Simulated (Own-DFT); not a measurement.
Simulation results for AlGa3N4 (wurtzite random alloy, atoms displaced)

Computed with Own-DFT development build. A calculation, not a measurement: plane-wave PBE density functional theory by an unreviewed code, no spin, of a simulated periodic cell, stress positive in tension, free energy of the whole cell less one offset for each atom, forces on such cells passed a denser k mesh, this cell's mesh not checked; offsets are fitted by least squares, one for each functional and potential file, so energies compare only between cells with the same atoms and settings and are not formation energies; the far tail of each file's local potential was reset to the Coulomb form; each entry is a single point on an unrelaxed cell, so the pressure reflects the starting lattice, mostly measured values, from which strain is counted, and rises with the displacements; printed positions are rounded, which can move forces by about a meV/angstrom; the program is a retired in-house code; no spin-orbit coupling.

AlGa3N4 (wurtzite random alloy, atoms displaced)

```
cell vectors (Å)
   9.5092     0.0000     0.0000
  -4.7546     8.2353     0.0000
   0.0000     0.0000    10.2685
atoms (fractions of the cell vectors)
Al  0.10889  0.22434  0.99547
Ga  0.21551  0.11186  0.23969
N   0.11568  0.21907  0.18541
N   0.21657  0.09009  0.44311
Al  0.11561  0.21800  0.50906
Ga  0.22595  0.11068  0.74444
N   0.10810  0.22566  0.69665
N   0.23660  0.11046  0.94761
Ga  0.09906  0.55045  0.00529
Ga  0.22899  0.45769  0.25755
N   0.08812  0.55290  0.21158
N   0.21196  0.45192  0.45217
Ga  0.10972  0.56989  0.48597
Ga  0.20939  0.45237  0.76526
N   0.10471  0.55352  0.68187
N   0.21228  0.44556  0.95084
Ga  0.09692  0.88806  0.00297
Al  0.21962  0.76246  0.26476
N   0.11226  0.88451  0.19158
N   0.21583  0.78348  0.44329
Ga  0.11708  0.89522  0.50472
Ga  0.21691  0.77522  0.76006
N   0.12108  0.88861  0.69746
N   0.21213  0.76178  0.92920
Ga  0.44783  0.23360  0.99262
Al  0.56281  0.10865  0.25823
N   0.45755  0.22135  0.19442
N   0.54945  0.10817  0.44248
Ga  0.45143  0.22077  0.49547
Ga  0.54870  0.12042  0.73725
N   0.44373  0.22113  0.68585
N   0.54598  0.11398  0.93936
Ga  0.44918  0.57317  0.00275
Ga  0.55289  0.44323  0.25441
N   0.45666  0.55578  0.19212
N   0.54409  0.44177  0.43204
Ga  0.43452  0.53820  0.49719
Al  0.54551  0.44372  0.73333
N   0.46529  0.56599  0.69255
N   0.55142  0.44852  0.92685
Ga  0.45769  0.88491  0.00527
Ga  0.56469  0.79606  0.25867
N   0.43886  0.90028  0.18311
N   0.55092  0.76712  0.44086
Al  0.45419  0.89941  0.49053
Ga  0.57675  0.77509  0.74877
N   0.44452  0.89016  0.69368
N   0.56520  0.79736  0.93254
Al  0.77565  0.21042  0.99449
Ga  0.88767  0.12468  0.25535
N   0.77642  0.22192  0.18438
N   0.88968  0.10961  0.44848
Al  0.76220  0.20676  0.51208
Ga  0.88235  0.12667  0.74927
N   0.78982  0.22718  0.69500
N   0.88642  0.11375  0.94392
Ga  0.77644  0.53924  0.00981
Ga  0.88098  0.44366  0.23637
N   0.78061  0.55447  0.18231
N   0.87567  0.43600  0.43709
Ga  0.76742  0.55602  0.49765
Ga  0.90271  0.45775  0.75113
N   0.77693  0.57257  0.69690
N   0.86947  0.43214  0.95749
Ga  0.78850  0.89753  0.99740
Ga  0.90273  0.78558  0.25342
N   0.76569  0.87750  0.17837
N   0.89357  0.78079  0.43504
Al  0.76582  0.88000  0.49612
Ga  0.88011  0.77919  0.74832
N   0.78640  0.90005  0.69218
N   0.89830  0.79537  0.94740
```

Settings of this run: functional PBE, potential files PseudoDojo norm-conserving, scalar-relativistic, standard set with the stringent files for Ga, wave cutoff 96 hartree, occupations Gaussian, smearing width 0.01 eV and k mesh 4 x 4 x 3 centred on Gamma.

It finds free energy of cell above offsets -1.554 eV; pressure 9.63 GPa; stress xx -11.39 GPa; stress yy -9.74 GPa; stress zz -7.76 GPa; stress yz 0.96 GPa; stress xz 0.07 GPa; stress xy 2.74 GPa.

Force:
```
element  x (eV/Å)  y (eV/Å)  z (eV/Å)
     Al     1.241    -0.775     0.624
     Ga     3.212    -0.958     1.252
      N     -2.67     1.874    -0.388
      N    -1.066     6.238    -1.262
     Al    -0.987     0.103    -0.467
     Ga    -1.081    -0.246     1.967
      N         1     0.404     -0.65
      N    -3.958     0.053    -1.406
     Ga    -0.517     0.875     0.809
     Ga     0.145    -1.414    -0.541
      N     5.507     1.985     -2.16
      N     2.094    -2.375    -1.271
     Ga    -1.517    -2.412     2.138
     Ga     1.829    -0.167    -1.663
      N     1.072     1.205     0.053
      N     0.999    -0.335     -0.09
     Ga     4.596     1.165     0.597
     Al    -1.435      2.95    -2.189
      N     1.534     0.026      0.07
      N     3.038     1.018     -1.15
     Ga    -1.217    -3.227     1.982
     Ga      1.79     0.236    -3.331
      N    -2.374     0.197    -1.288
      N     0.063     0.557     5.086
     Ga     1.314     0.125     1.865
     Al     -1.38     1.158    -2.074
      N    -0.886    -0.114     0.184
      N     2.593    -0.087    -0.978
     Ga    -2.695     0.046     -0.05
     Ga     2.915     -2.56     3.237
      N    -1.444     2.738      -1.5
      N      2.63    -0.341    -0.716
     Ga     1.116    -1.082     -0.48
     Ga     1.687    -0.737    -2.341
      N    -2.985     1.484    -0.251
      N     1.397    -0.732     1.967
     Ga    -1.625     1.925     1.649
     Al     2.702    -0.474     3.049
      N    -3.288    -1.449    -1.691
      N    -0.031     1.004     0.054
     Ga    -3.998     2.004    -1.645
     Ga    -0.196    -1.648    -1.697
      N     0.465    -1.686     3.324
      N    -0.813     1.534     0.605
     Al    -1.048    -3.261     3.075
     Ga    -3.385     1.581     0.192
      N     0.826     0.024    -2.175
      N     2.037    -2.303     0.178
     Al    -2.889     0.358     0.913
     Ga       1.7    -1.313     -0.22
      N    -0.688    -1.012    -0.124
      N    -0.737    -0.385     0.041
     Al     1.871      2.44    -1.216
     Ga     4.856    -3.536     1.976
      N     -5.61     2.534    -2.406
      N     1.365     1.276     -0.95
     Ga    -4.521     2.766    -2.473
     Ga     -2.29    -2.559     2.949
      N    -1.888     1.165     2.961
      N    -0.456    -0.703     0.645
     Ga     1.581     0.259     0.303
     Ga    -2.872    -0.814      0.74
      N     0.392    -3.939    -1.649
      N     4.009      -1.3    -2.956
     Ga    -1.213    -0.625     0.342
     Ga    -1.865    -1.068    -1.247
      N     1.237     1.778     2.289
      N    -1.629    -0.102     1.714
     Al      1.94     1.063     0.808
     Ga     2.108     2.372     1.804
      N     0.164     0.816    -2.186
      N    -1.769    -3.597    -2.558
```
